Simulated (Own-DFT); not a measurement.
## Calculated data, Si3Ge (diamond lattice with Si and Ge gathered in clusters, atoms displaced)

Computed with Own-DFT development build. A calculation, not a measurement: plane-wave density functional theory by an unreviewed code, no spin, of a simulated periodic cell, stress positive in tension, run twice, with PBE and with PBEsol, both on files made for PBE, so the change isn't that of files made for PBEsol; forces on such cells passed a denser k mesh, this cell's mesh not checked; the far tail of each file's local potential was reset to the Coulomb form; each entry is a single point on an unrelaxed cell, so the pressure reflects the starting lattice, mostly measured values (interpolated for alloys), from which strain is counted, and rises with the displacements; printed positions are rounded, which can move forces by about a meV/angstrom; the program, named Own-DFT, is a retired in-house code; no spin-orbit coupling; stress was not checked against mesh or cutoff.

Settings shared by all entries: functional PBE, then PBEsol; potential files PseudoDojo norm-conserving, scalar-relativistic, standard set; wave cutoff 42 hartree; occupations Fermi-Dirac; smearing width 0.1 eV; k mesh 3 x 3 x 3 centred on Gamma.

```yaml
- entry: 1
  formula: Si3Ge
  kind: "diamond lattice with Si and Ge gathered in clusters, atoms displaced"
  structure:
    cell_angstrom: [[10.9755, 0.0, 0.0], [0.0, 10.9755, 0.0], [0.0, 0.0, 10.9755]]
    atoms_fractional:
      - [Si, 0.9972, 0.9994, 0.0007]
      - [Ge, 0.99932, 0.25259, 0.24321]
      - [Si, 0.25195, 0.00354, 0.25272]
      - [Si, 0.25484, 0.2482, 0.99846]
      - [Si, 0.12786, 0.12251, 0.12728]
      - [Si, 0.12293, 0.37502, 0.37414]
      - [Si, 0.37439, 0.12851, 0.37494]
      - [Si, 0.37135, 0.37881, 0.12725]
      - [Si, 0.99818, 0.00073, 0.49617]
      - [Si, 0.00208, 0.249, 0.74941]
      - [Si, 0.25004, 0.0036, 0.74906]
      - [Si, 0.24666, 0.25326, 0.50213]
      - [Si, 0.12283, 0.1245, 0.62652]
      - [Si, 0.12368, 0.3763, 0.87729]
      - [Si, 0.37481, 0.11917, 0.87345]
      - [Si, 0.37156, 0.37306, 0.62295]
      - [Ge, 0.00915, 0.49923, 0.99967]
      - [Ge, 0.99984, 0.75127, 0.24784]
      - [Si, 0.25038, 0.50031, 0.25221]
      - [Si, 0.24899, 0.75036, 0.99642]
      - [Si, 0.12393, 0.62778, 0.1236]
      - [Si, 0.12575, 0.87597, 0.376]
      - [Si, 0.37639, 0.62223, 0.37095]
      - [Si, 0.37632, 0.87077, 0.13108]
      - [Ge, 0.0002, 0.49815, 0.49608]
      - [Si, 0.99922, 0.74973, 0.75387]
      - [Si, 0.25169, 0.50208, 0.75414]
      - [Si, 0.24816, 0.74899, 0.49823]
      - [Si, 0.12196, 0.62492, 0.62518]
      - [Si, 0.12633, 0.87762, 0.87633]
      - [Si, 0.37606, 0.62046, 0.87119]
      - [Si, 0.37883, 0.87719, 0.62549]
      - [Si, 0.5, 0.00553, 0.00072]
      - [Ge, 0.49613, 0.25099, 0.24601]
      - [Si, 0.75684, 0.00319, 0.25255]
      - [Ge, 0.75612, 0.24794, 0.00268]
      - [Si, 0.62169, 0.13003, 0.12818]
      - [Ge, 0.63035, 0.37617, 0.3785]
      - [Si, 0.87791, 0.12381, 0.37672]
      - [Ge, 0.87491, 0.37902, 0.1246]
      - [Si, 0.50441, 0.99798, 0.50247]
      - [Si, 0.49667, 0.24698, 0.74684]
      - [Si, 0.75061, 0.99922, 0.74543]
      - [Ge, 0.75157, 0.25154, 0.49456]
      - [Si, 0.62774, 0.12214, 0.62391]
      - [Si, 0.62487, 0.37235, 0.87713]
      - [Si, 0.87499, 0.12577, 0.87673]
      - [Si, 0.87488, 0.37595, 0.62641]
      - [Ge, 0.50145, 0.49714, 0.99817]
      - [Ge, 0.50422, 0.74823, 0.25023]
      - [Ge, 0.75196, 0.49736, 0.2487]
      - [Ge, 0.75148, 0.74811, 0.00267]
      - [Ge, 0.62595, 0.62525, 0.12122]
      - [Si, 0.62333, 0.87275, 0.37534]
      - [Ge, 0.87345, 0.62112, 0.37911]
      - [Si, 0.87808, 0.88054, 0.12272]
      - [Ge, 0.50094, 0.49638, 0.49885]
      - [Si, 0.50413, 0.75249, 0.75074]
      - [Si, 0.7513, 0.50082, 0.74809]
      - [Si, 0.74911, 0.75048, 0.49928]
      - [Si, 0.62722, 0.62672, 0.62491]
      - [Si, 0.61994, 0.87171, 0.87191]
      - [Si, 0.86944, 0.62379, 0.87459]
      - [Si, 0.8759, 0.87827, 0.62268]
  results:
    "PBE_pressure [GPa]": 2.49
    "PBE_stress_xx [GPa]": -2.49
    "PBE_stress_yy [GPa]": -2.5
    "PBE_stress_zz [GPa]": -2.48
    "PBE_stress_yz [GPa]": -0.51
    "PBE_stress_xz [GPa]": -0.04
    "PBE_stress_xy [GPa]": 0.45
    "PBEsol_pressure [GPa]": 0.7
    "PBEsol_stress_xx [GPa]": -0.7
    "PBEsol_stress_yy [GPa]": -0.71
    "PBEsol_stress_zz [GPa]": -0.7
    "PBEsol_stress_yz [GPa]": -0.51
    "PBEsol_stress_xz [GPa]": -0.06
    "PBEsol_stress_xy [GPa]": 0.43
    force_element: [Si, Ge, Si, Si, Si, Si, Si, Si, Si, Si, Si, Si, Si, Si, Si, Si, Ge, Ge, Si, Si, Si, Si, Si, Si, Ge, Si, Si, Si, Si, Si, Si, Si, Si, Ge, Si, Ge, Si, Ge, Si, Ge, Si, Si, Si, Ge, Si, Si, Si, Si, Ge, Ge, Ge, Ge, Ge, Si, Ge, Si, Ge, Si, Si, Si, Si, Si, Si, Si]
    "PBE_force_x [eV/angstrom]": [0.846, 0.481, -0.009, -0.504, 0.075, 0.701, -0.006, -0.231, 0.539, -0.398, -0.121, -0.094, 0.117, 1.108, 0.13, 0.012, -1.205, -0.044, -0.575, 0.551, 1.074, 0.235, -0.412, -0.45, 0.385, -0.15, -0.616, 0.489, 0.513, -0.236, 0.172, -0.561, 0.088, 0.03, -1.104, -1.132, 0.893, -0.966, 0.164, 0.505, -0.486, 0.377, -0.07, 0.612, -0.278, 0.332, 0.382, 0.209, -0.613, -0.489, -0.503, 0.209, -0.053, 0.911, -0.234, -0.57, -0.451, -0.892, -0.551, -0.053, -0.078, 0.855, 1.026, 0.113]
    "PBE_force_y [eV/angstrom]": [0.508, -0.781, -0.645, 0.082, 0.059, -0.231, -0.439, -0.259, -0.189, 0.322, -0.698, -0.513, 0.008, -1.015, 0.836, 0.183, 0.806, 0.204, 0.209, -0.144, -0.048, 0.262, 0.303, 0.908, -0.304, 0.221, -0.546, 0.003, 0.189, -0.029, 1.165, -0.376, -1.074, 0.47, -0.337, 0.03, -1.07, -0.262, 0.332, -0.033, 0.415, 0.016, -0.071, -0.909, 0.448, -0.336, -0.619, -0.311, -0.075, 0.029, 0.728, 1.154, -0.519, 0.677, 1.053, -0.249, 0.807, -0.82, -0.307, 0.321, 0.037, 1.132, -0.141, -0.569]
    "PBE_force_z [eV/angstrom]": [-0.299, 0.98, 0.061, 0.145, -0.828, -0.274, 0.818, -0.531, 0.587, 0.346, -0.129, -0.37, -0.487, -0.796, 0.053, 0.717, -0.182, 0.25, -0.306, 0.358, 0.249, -0.103, 0.599, -1.024, 1.136, -0.348, -0.899, 0.326, 0.361, -0.278, 0.296, -0.063, 0.272, 0.7, -0.267, -0.312, -0.306, -1.188, -0.541, -0.604, -0.547, 0.206, 0.803, 1.407, 0.082, -1.081, -0.837, 0.15, -0.021, 0.257, 0.169, -0.744, 0.511, 0.095, -0.56, 0.416, 0.669, -0.507, 0.263, 0.385, 0.136, 0.692, -0.186, 0.121]
    "PBEsol_force_x [eV/angstrom]": [0.841, 0.417, -0.004, -0.489, 0.021, 0.588, 0.047, -0.133, 0.538, -0.393, -0.122, -0.099, 0.115, 1.036, 0.126, 0.059, -1.225, -0.079, -0.579, 0.55, 0.961, 0.184, -0.305, -0.393, 0.322, -0.149, -0.616, 0.49, 0.456, -0.231, 0.228, -0.561, 0.093, 0.066, -1.095, -1.064, 0.882, -0.929, 0.153, 0.489, -0.48, 0.373, -0.066, 0.551, -0.23, 0.33, 0.323, 0.205, -0.551, -0.432, -0.48, 0.158, -0.047, 0.852, -0.188, -0.573, -0.386, -0.887, -0.553, -0.003, -0.121, 0.891, 1.001, 0.116]
    "PBEsol_force_y [eV/angstrom]": [0.51, -0.709, -0.638, 0.082, 0.107, -0.224, -0.38, -0.255, -0.186, 0.321, -0.691, -0.509, -0.001, -0.95, 0.82, 0.232, 0.753, 0.16, 0.209, -0.147, -0.054, 0.212, 0.304, 0.84, -0.253, 0.218, -0.545, -0.003, 0.136, -0.019, 1.112, -0.371, -1.059, 0.497, -0.332, 0.084, -0.957, -0.251, 0.438, -0.045, 0.414, 0.018, -0.073, -0.828, 0.496, -0.326, -0.558, -0.306, -0.031, -0.021, 0.7, 1.071, -0.501, 0.617, 0.968, -0.35, 0.744, -0.822, -0.309, 0.269, -0.012, 1.086, -0.133, -0.567]
    "PBEsol_force_z [eV/angstrom]": [-0.3, 0.916, 0.059, 0.14, -0.777, -0.274, 0.77, -0.522, 0.579, 0.341, -0.136, -0.37, -0.485, -0.727, 0.05, 0.663, -0.133, 0.275, -0.301, 0.348, 0.253, -0.151, 0.59, -0.961, 1.056, -0.335, -0.892, 0.32, 0.31, -0.278, 0.348, -0.056, 0.277, 0.713, -0.266, -0.253, -0.284, -1.147, -0.533, -0.577, -0.548, 0.201, 0.803, 1.32, 0.037, -0.971, -0.775, 0.05, 0.027, 0.207, 0.167, -0.677, 0.497, 0.031, -0.582, 0.423, 0.602, -0.508, 0.26, 0.329, 0.088, 0.737, -0.082, 0.118]
    "rms_change_of_force_components_from_PBE_to_PBEsol [eV/angstrom]": 0.044
- entry: 2
  formula: Si3Ge
  kind: "diamond lattice with Si and Ge gathered in clusters, atoms displaced"
  structure:
    cell_angstrom: [[10.9755, 0.0, 0.0], [0.0, 10.9755, 0.0], [0.0, 0.0, 10.9755]]
    atoms_fractional:
      - [Si, 0.99913, 0.0022, 0.99903]
      - [Ge, 0.00025, 0.24969, 0.24994]
      - [Si, 0.25489, 0.99995, 0.25165]
      - [Si, 0.25069, 0.2539, 0.00331]
      - [Ge, 0.12464, 0.12695, 0.12511]
      - [Ge, 0.12467, 0.37798, 0.37378]
      - [Ge, 0.37654, 0.12307, 0.37539]
      - [Ge, 0.37042, 0.3716, 0.12581]
      - [Si, 0.00097, 0.99858, 0.49936]
      - [Si, 0.99954, 0.24567, 0.75023]
      - [Si, 0.24709, 0.00118, 0.74983]
      - [Ge, 0.2512, 0.24441, 0.50321]
      - [Ge, 0.12509, 0.12529, 0.62611]
      - [Si, 0.12434, 0.37232, 0.87691]
      - [Si, 0.3728, 0.13067, 0.8734]
      - [Ge, 0.37761, 0.37138, 0.62024]
      - [Si, 0.00569, 0.49935, 0.00088]
      - [Si, 0.99755, 0.7451, 0.25158]
      - [Ge, 0.25079, 0.49829, 0.24551]
      - [Si, 0.25168, 0.74664, 0.00493]
      - [Ge, 0.12408, 0.62388, 0.12993]
      - [Si, 0.12532, 0.87795, 0.37829]
      - [Ge, 0.37737, 0.62558, 0.37652]
      - [Si, 0.37352, 0.87947, 0.12378]
      - [Ge, 0.99534, 0.49927, 0.49762]
      - [Si, 0.99677, 0.74777, 0.74823]
      - [Si, 0.25152, 0.50441, 0.75001]
      - [Si, 0.25199, 0.74771, 0.49928]
      - [Ge, 0.12014, 0.62597, 0.62559]
      - [Si, 0.12168, 0.87256, 0.87688]
      - [Si, 0.37186, 0.63101, 0.87292]
      - [Si, 0.37637, 0.87573, 0.62356]
      - [Si, 0.50044, 0.00276, 0.00209]
      - [Si, 0.50051, 0.25045, 0.24955]
      - [Si, 0.74736, 0.99795, 0.25295]
      - [Si, 0.75269, 0.25064, 0.00412]
      - [Si, 0.62396, 0.1232, 0.12675]
      - [Si, 0.62576, 0.37571, 0.37249]
      - [Ge, 0.87357, 0.12717, 0.37232]
      - [Ge, 0.87298, 0.37917, 0.12461]
      - [Si, 0.50023, 0.0003, 0.4972]
      - [Si, 0.49732, 0.25027, 0.74572]
      - [Si, 0.7499, 0.99708, 0.74867]
      - [Si, 0.74416, 0.24936, 0.50047]
      - [Si, 0.62218, 0.12429, 0.62521]
      - [Si, 0.62246, 0.37351, 0.87148]
      - [Si, 0.87606, 0.12526, 0.87816]
      - [Ge, 0.87839, 0.37402, 0.62212]
      - [Si, 0.50101, 0.49757, 0.00426]
      - [Si, 0.50007, 0.75207, 0.25234]
      - [Si, 0.74672, 0.49962, 0.25172]
      - [Si, 0.75042, 0.75439, 0.00405]
      - [Si, 0.62155, 0.62162, 0.12634]
      - [Si, 0.62785, 0.87897, 0.37124]
      - [Si, 0.87082, 0.62882, 0.37709]
      - [Si, 0.87641, 0.8768, 0.12303]
      - [Si, 0.49659, 0.50081, 0.49961]
      - [Si, 0.50036, 0.7487, 0.75161]
      - [Si, 0.74922, 0.49764, 0.75073]
      - [Si, 0.74854, 0.74808, 0.50124]
      - [Si, 0.62584, 0.62605, 0.62296]
      - [Si, 0.62814, 0.87007, 0.87499]
      - [Si, 0.87836, 0.62415, 0.88076]
      - [Si, 0.87463, 0.87486, 0.6249]
  results:
    "PBE_pressure [GPa]": 2.46
    "PBE_stress_xx [GPa]": -2.48
    "PBE_stress_yy [GPa]": -2.44
    "PBE_stress_zz [GPa]": -2.44
    "PBE_stress_yz [GPa]": -0.05
    "PBE_stress_xz [GPa]": 0.43
    "PBE_stress_xy [GPa]": -0.25
    "PBEsol_pressure [GPa]": 0.67
    "PBEsol_stress_xx [GPa]": -0.69
    "PBEsol_stress_yy [GPa]": -0.65
    "PBEsol_stress_zz [GPa]": -0.66
    "PBEsol_stress_yz [GPa]": -0.05
    "PBEsol_stress_xz [GPa]": 0.43
    "PBEsol_stress_xy [GPa]": -0.26
    force_element: [Si, Ge, Si, Si, Ge, Ge, Ge, Ge, Si, Si, Si, Ge, Ge, Si, Si, Ge, Si, Si, Ge, Si, Ge, Si, Ge, Si, Ge, Si, Si, Si, Ge, Si, Si, Si, Si, Si, Si, Si, Si, Si, Ge, Ge, Si, Si, Si, Si, Si, Si, Si, Ge, Si, Si, Si, Si, Si, Si, Si, Si, Si, Si, Si, Si, Si, Si, Si, Si]
    "PBE_force_x [eV/angstrom]": [0.117, -0.194, -0.933, -0.489, 0.639, 0.35, 0.379, 1.364, -0.439, -0.035, 0.574, -0.409, -0.623, 0.335, 0.063, -0.322, -0.461, -0.105, 0.2, -0.304, -0.178, 0.248, -0.204, 0.389, 0.246, -0.273, -0.281, -0.455, 0.737, 0.346, 0.578, -0.096, -0.044, 0.356, 0.582, -0.879, 0.303, -0.524, -0.408, 0.232, 0.484, 0.571, -0.009, 0.113, 0.137, 0.193, -0.512, -1.065, -0.392, 0.214, 0.141, 0.025, 0.36, -0.501, -0.267, -0.04, 1.32, 0.104, 0.185, -0.083, -0.342, -0.491, -0.563, 0.038]
    "PBE_force_y [eV/angstrom]": [-0.473, 0.522, -0.366, -0.726, -0.706, -0.577, 0.152, 0.058, 0.017, 0.503, -0.654, 0.689, -0.706, 0.31, -0.515, 1.028, -0.023, 1.285, 0.402, 0.9, 0.38, -0.691, 0.114, -0.582, 0.759, 0.578, -0.765, 0.791, -0.013, -0.059, -0.856, -0.05, -0.184, -0.105, 0.27, -0.327, 0.27, -0.028, -0.606, 0.19, -0.509, -0.366, 0.427, 0.059, -0.242, -0.17, -0.1, -0.677, 0.313, 0.336, 0.653, -0.974, 0.698, -0.876, -0.428, 0.019, -0.175, 0.332, 0.564, 0.867, -0.517, 0.667, 0.027, -0.131]
    "PBE_force_z [eV/angstrom]": [-0.081, -0.16, -0.213, -1.162, -0.189, 0.365, -0.383, -0.22, 0.135, 0.606, 0.577, -0.845, 0.232, -0.504, 0.242, 0.776, -0.427, 0.353, 1.025, -0.497, -0.717, -0.585, -0.325, 0.181, -0.382, 0.794, 0.257, 0.336, -0.132, -0.111, 0.64, 0.239, -0.838, 0.091, -1.06, -0.783, 0.028, 0.471, 0.838, 0.014, 0.526, 0.715, 0.316, -0.035, 0.026, 0.538, -0.406, 0.813, -1.118, -0.693, 0.116, -0.092, 0.139, 0.894, -0.498, 0.659, -0.101, -0.431, 0.187, -0.172, 0.476, 0.118, -0.369, -0.192]
    "PBEsol_force_x [eV/angstrom]": [0.167, -0.186, -0.92, -0.48, 0.582, 0.332, 0.323, 1.28, -0.433, -0.027, 0.517, -0.391, -0.561, 0.331, 0.058, -0.364, -0.445, -0.046, 0.184, -0.353, -0.124, 0.247, -0.241, 0.386, 0.28, -0.222, -0.289, -0.448, 0.683, 0.343, 0.572, -0.096, -0.039, 0.252, 0.634, -0.818, 0.303, -0.522, -0.35, 0.27, 0.426, 0.508, -0.01, 0.204, 0.136, 0.187, -0.512, -0.989, -0.443, 0.16, 0.199, 0.02, 0.357, -0.497, -0.215, -0.029, 1.202, 0.106, 0.235, -0.087, -0.342, -0.489, -0.559, 0.04]
    "PBEsol_force_y [eV/angstrom]": [-0.417, 0.506, -0.263, -0.709, -0.638, -0.561, 0.196, 0.107, 0.116, 0.496, -0.598, 0.667, -0.639, 0.3, -0.505, 0.957, -0.024, 1.217, 0.383, 0.834, 0.316, -0.682, 0.071, -0.573, 0.689, 0.516, -0.76, 0.679, -0.057, -0.067, -0.846, -0.047, -0.185, -0.1, 0.32, -0.267, 0.269, -0.026, -0.542, 0.149, -0.453, -0.309, 0.423, 0.06, -0.241, -0.176, -0.096, -0.614, 0.259, 0.285, 0.597, -0.965, 0.693, -0.87, -0.477, 0.026, -0.178, 0.328, 0.518, 0.863, -0.514, 0.66, 0.026, -0.125]
    "PBEsol_force_z [eV/angstrom]": [-0.032, -0.153, -0.191, -1.035, -0.136, 0.346, -0.331, -0.161, 0.137, 0.497, 0.521, -0.815, 0.174, -0.508, 0.241, 0.709, -0.317, 0.303, 0.993, -0.433, -0.655, -0.586, -0.354, 0.174, -0.327, 0.73, 0.163, 0.324, -0.175, -0.108, 0.634, 0.236, -0.84, 0.094, -1.008, -0.717, 0.031, 0.467, 0.776, 0.054, 0.464, 0.647, 0.316, -0.038, 0.029, 0.532, -0.405, 0.74, -1.063, -0.636, 0.07, -0.085, 0.137, 0.891, -0.449, 0.656, -0.105, -0.428, 0.138, -0.167, 0.47, 0.116, -0.357, -0.196]
    "rms_change_of_force_components_from_PBE_to_PBEsol [eV/angstrom]": 0.044
- entry: 3
  formula: Si3Ge
  kind: "diamond lattice with Si and Ge gathered in clusters, atoms displaced"
  structure:
    cell_angstrom: [[10.9755, 0.0, 0.0], [0.0, 10.9755, 0.0], [0.0, 0.0, 10.9755]]
    atoms_fractional:
      - [Si, 0.99991, 0.99652, 0.00159]
      - [Si, 0.00253, 0.24968, 0.25034]
      - [Si, 0.25177, 0.00102, 0.24894]
      - [Si, 0.24965, 0.24879, 0.99812]
      - [Si, 0.12313, 0.12434, 0.12086]
      - [Si, 0.13279, 0.37188, 0.37471]
      - [Ge, 0.37516, 0.1229, 0.37388]
      - [Ge, 0.37494, 0.37635, 0.12972]
      - [Si, 0.99872, 0.00178, 0.49479]
      - [Si, 0.9978, 0.24545, 0.749]
      - [Si, 0.24519, 0.99796, 0.75126]
      - [Si, 0.25139, 0.24823, 0.49836]
      - [Si, 0.12233, 0.12948, 0.63377]
      - [Si, 0.12835, 0.3721, 0.87499]
      - [Ge, 0.37444, 0.12214, 0.87543]
      - [Si, 0.37729, 0.38057, 0.62097]
      - [Si, 0.99975, 0.50051, 0.001]
      - [Si, 0.99909, 0.75394, 0.25111]
      - [Si, 0.24862, 0.50139, 0.25245]
      - [Si, 0.24759, 0.74907, 0.99962]
      - [Si, 0.12328, 0.62481, 0.11985]
      - [Si, 0.12698, 0.87322, 0.37765]
      - [Si, 0.37555, 0.62332, 0.37722]
      - [Ge, 0.3755, 0.88302, 0.12454]
      - [Si, 0.99816, 0.50164, 0.50169]
      - [Si, 0.00154, 0.75299, 0.75334]
      - [Si, 0.25232, 0.49826, 0.74541]
      - [Si, 0.25182, 0.75359, 0.49857]
      - [Si, 0.12265, 0.62768, 0.62422]
      - [Si, 0.12434, 0.87711, 0.87578]
      - [Si, 0.37341, 0.62271, 0.87822]
      - [Si, 0.37308, 0.87493, 0.62539]
      - [Ge, 0.5036, 0.00089, 0.00358]
      - [Ge, 0.50022, 0.25039, 0.25312]
      - [Ge, 0.74728, 0.99922, 0.24592]
      - [Ge, 0.74782, 0.24746, 0.00056]
      - [Ge, 0.62838, 0.11976, 0.13168]
      - [Ge, 0.62055, 0.37688, 0.37581]
      - [Ge, 0.87464, 0.12988, 0.37256]
      - [Ge, 0.879, 0.37603, 0.12078]
      - [Si, 0.49756, 0.00312, 0.49958]
      - [Si, 0.5017, 0.24929, 0.74951]
      - [Si, 0.75117, 0.00316, 0.75338]
      - [Si, 0.75156, 0.25254, 0.49979]
      - [Si, 0.6216, 0.12735, 0.62214]
      - [Ge, 0.62718, 0.37481, 0.87307]
      - [Ge, 0.86828, 0.12598, 0.87461]
      - [Si, 0.87756, 0.37465, 0.62168]
      - [Si, 0.49749, 0.50092, 0.99459]
      - [Si, 0.4984, 0.75093, 0.24593]
      - [Si, 0.74598, 0.50112, 0.25082]
      - [Si, 0.75071, 0.74341, 0.9957]
      - [Si, 0.62774, 0.62478, 0.1286]
      - [Ge, 0.62975, 0.87488, 0.37332]
      - [Si, 0.87154, 0.62308, 0.37322]
      - [Ge, 0.8763, 0.87592, 0.12747]
      - [Si, 0.49845, 0.50182, 0.49695]
      - [Si, 0.50677, 0.75361, 0.75105]
      - [Si, 0.75115, 0.49893, 0.75529]
      - [Si, 0.74872, 0.75041, 0.50084]
      - [Si, 0.62193, 0.61799, 0.62517]
      - [Si, 0.62319, 0.87413, 0.86957]
      - [Si, 0.87967, 0.6241, 0.8729]
      - [Si, 0.87421, 0.87983, 0.62476]
  results:
    "PBE_pressure [GPa]": 2.54
    "PBE_stress_xx [GPa]": -2.56
    "PBE_stress_yy [GPa]": -2.56
    "PBE_stress_zz [GPa]": -2.51
    "PBE_stress_yz [GPa]": 0.19
    "PBE_stress_xz [GPa]": -0.05
    "PBE_stress_xy [GPa]": 0.06
    "PBEsol_pressure [GPa]": 0.75
    "PBEsol_stress_xx [GPa]": -0.76
    "PBEsol_stress_yy [GPa]": -0.77
    "PBEsol_stress_zz [GPa]": -0.72
    "PBEsol_stress_yz [GPa]": 0.18
    "PBEsol_stress_xz [GPa]": -0.05
    "PBEsol_stress_xy [GPa]": 0.05
    force_element: [Si, Si, Si, Si, Si, Si, Ge, Ge, Si, Si, Si, Si, Si, Si, Ge, Si, Si, Si, Si, Si, Si, Si, Si, Ge, Si, Si, Si, Si, Si, Si, Si, Si, Ge, Ge, Ge, Ge, Ge, Ge, Ge, Ge, Si, Si, Si, Si, Si, Ge, Ge, Si, Si, Si, Si, Si, Si, Ge, Si, Ge, Si, Si, Si, Si, Si, Si, Si, Si]
    "PBE_force_x [eV/angstrom]": [0.104, 0.628, -1.259, -0.14, 0.239, -1.073, -0.431, -0.317, 0.553, -0.113, 0.288, -0.117, 0.466, -0.516, -0.055, -0.045, 0.718, 0.498, -0.18, 0.216, -0.005, -0.118, -0.193, -0.583, 0.499, -0.22, -0.439, -0.069, 0.365, 0.003, 0.018, 0.378, 0.356, -0.01, 1.347, -0.101, -0.916, 0.979, -0.041, -0.466, 0.383, -0.499, -1.017, -0.435, 0.613, -0.761, 1.419, -0.296, 0.578, 0.1, 0.59, -0.165, -0.697, -1.285, 0.317, -0.196, -0.136, -1.393, 0.631, 0.403, 0.582, 1.104, -0.197, 0.11]
    "PBE_force_y [eV/angstrom]": [0.594, 0.358, 0.071, 0.121, -0.01, 0.414, -0.024, 0.195, -0.005, 1.268, 0.02, 0.225, -0.862, 0.308, 0.373, -0.997, 0.078, -1.049, 0.446, 0.235, 0.263, 0.534, 0.726, -1.497, -0.197, 0.093, 0.391, -0.698, 0.041, -0.413, 0.709, 0.202, -0.229, -0.304, -0.288, 0.422, 1.446, 0.134, -0.244, -0.017, -0.745, 0.314, -0.616, 0.007, -0.183, 0.035, -0.493, 0.075, 0.112, -0.405, -0.159, 0.526, 0.023, -0.363, 0.429, -0.757, 0.157, -1.063, 0.249, -0.62, 0.78, 0.234, 0.008, -0.375]
    "PBE_force_z [eV/angstrom]": [-0.429, -0.339, 0.136, 0.501, 0.385, 0.223, 0.337, -1.017, 0.972, 0.464, -0.401, 1.012, -1.51, -0.353, -0.395, 0.16, -1.014, 0.31, -0.12, -0.14, 0.981, -0.561, -0.6, 0.116, -0.681, -0.649, 0.371, 0.364, 0.121, 0.27, -0.9, 0.194, -1.105, -0.414, 1.195, 0.535, -0.897, 0.376, 0.075, 1.042, 0.435, -0.636, -1.225, 0.423, 0.261, 0.173, 0.204, 0.717, 1.061, 0.501, -0.212, 0.16, -0.938, 0.579, 0.246, -0.964, 0.545, -0.568, -1.23, 0.574, 0.169, 0.912, 0.151, 0.05]
    "PBEsol_force_x [eV/angstrom]": [0.0, 0.522, -1.145, -0.038, 0.236, -1.063, -0.37, -0.263, 0.502, -0.178, 0.335, -0.062, 0.468, -0.513, -0.009, -0.037, 0.654, 0.44, -0.132, 0.258, -0.007, -0.113, -0.189, -0.513, 0.501, -0.217, -0.441, -0.066, 0.362, 0.005, 0.011, 0.377, 0.302, -0.011, 1.298, -0.089, -0.887, 0.912, -0.082, -0.502, 0.37, -0.494, -0.957, -0.436, 0.613, -0.704, 1.337, -0.293, 0.59, 0.092, 0.573, -0.132, -0.691, -1.213, 0.312, -0.243, -0.077, -1.382, 0.571, 0.349, 0.574, 1.058, -0.185, 0.11]
    "PBEsol_force_y [eV/angstrom]": [0.581, 0.348, 0.073, 0.109, -0.01, 0.408, 0.02, 0.142, 0.05, 1.215, 0.064, 0.161, -0.855, 0.308, 0.329, -0.991, 0.016, -0.984, 0.401, 0.282, 0.26, 0.531, 0.719, -1.407, -0.193, 0.096, 0.389, -0.696, 0.044, -0.405, 0.705, 0.2, -0.187, -0.294, -0.277, 0.405, 1.394, 0.079, -0.273, -0.062, -0.729, 0.313, -0.543, -0.002, -0.183, -0.015, -0.434, 0.074, 0.016, -0.303, -0.262, 0.562, 0.022, -0.301, 0.423, -0.688, 0.1, -1.06, 0.191, -0.564, 0.758, 0.29, 0.006, -0.367]
    "PBEsol_force_z [eV/angstrom]": [-0.412, -0.332, 0.129, 0.498, 0.379, 0.223, 0.279, -0.951, 0.906, 0.522, -0.355, 0.958, -1.498, -0.351, -0.337, 0.156, -0.955, 0.256, -0.17, -0.096, 0.973, -0.557, -0.595, 0.07, -0.68, -0.645, 0.363, 0.362, 0.119, 0.274, -0.899, 0.196, -1.024, -0.394, 1.153, 0.51, -0.872, 0.318, 0.03, 0.982, 0.33, -0.528, -1.151, 0.32, 0.253, 0.217, 0.252, 0.713, 1.055, 0.488, -0.203, 0.197, -0.927, 0.509, 0.238, -0.898, 0.477, -0.567, -1.16, 0.523, 0.168, 0.962, 0.147, 0.05]
    "rms_change_of_force_components_from_PBE_to_PBEsol [eV/angstrom]": 0.044
```
